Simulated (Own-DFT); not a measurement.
# Which defects push the lattice out? zincblende GaAs

No measurement is shown. These are fixed-geometry runs of a retired plane-wave code named Own-DFT, which no person has reviewed; spin and spin-orbit coupling are neglected.

Common settings: PBE; PseudoDojo norm-conserving scalar-relativistic files; cutoff 42 hartree; 3 x 3 x 3 k mesh centred on Gamma; Fermi-Dirac smearing of 0.1 eV.

Limits (not all hold for every row): not probed for a lower state with spin; forces not confirmed at this smearing and k mesh; stress not checked against mesh or cutoff.

All runs share one cell, with vectors in Å (10.862, 0.000, 0.000); (0.000, 10.862, 0.000); (0.000, 0.000, 11.796) and a volume of 1391.7 Å³, strained against the parent crystal. u is the rms random offset of the atoms per axis. The defect's site can differ from row to row.

| cell | formula | u (Å) | P (GPa) |
|---|---|---|---|
| no defect | As32Ga32 | 0.0301 | 6.64 |
| no defect | As32Ga32 | 0.0494 | 7.02 |
| no defect | As32Ga32 | 0.0504 | 7.04 |
| one Al on a Ga site | AlAs32Ga31 | 0.0269 | 6.60 |
| one Al on a Ga site | AlAs32Ga31 | 0.0314 | 6.68 |
| one Al on a Ga site | AlAs32Ga31 | 0.0528 | 7.17 |
| one P on an As site | As31Ga32P | 0.0285 | 6.37 |
| one P on an As site | As31Ga32P | 0.0298 | 6.36 |
| one P on an As site | As31Ga32P | 0.0513 | 6.74 |
| one As vacancy and one Ga vacancy | As31Ga31 | 0.0295 | 6.01 |
| one As vacancy and one Ga vacancy | As31Ga31 | 0.0309 | 5.95 |
| one As vacancy and one Ga vacancy | As31Ga31 | 0.0477 | 6.19 |
| one In on a Ga site | As32Ga31In | 0.0295 | 7.44 |
| one In on a Ga site | As32Ga31In | 0.0300 | ? |
| one In on a Ga site | As32Ga31In | 0.0310 | 7.51 |
| one In on a Ga site | As32Ga31In | 0.0331 | 7.48 |

## Working it out

P = P0 + c u² + a shift for each defect gives P0 = 6.45 GPa, c = 230 ± 17 GPa/Å² and a scatter of 0.05 GPa. The shifts, and each times the cell's volume:

- one In on a Ga site: 0.80 ± 0.04 GPa, 7.0 eV
- one Al on a Ga site: 0.02 ± 0.04 GPa, 0.2 eV (not resolved)
- one P on an As site: -0.30 ± 0.04 GPa, -2.6 eV
- one As vacancy and one Ga vacancy: -0.72 ± 0.04 GPa, -6.2 eV

Against the defect-free cell, a freed cell would be larger where the shift is positive and smaller where it is negative (160.2 GPa Å³ is 1 eV). The atoms around the defects weren't relaxed, which would change these numbers.

## Prediction

The question: what pressure belongs in the blank (one In on a Ga site, u = 0.0300 Å)?

The fitted form gives 7.46 ± 0.05 GPa. The calculation gave 7.48 GPa.
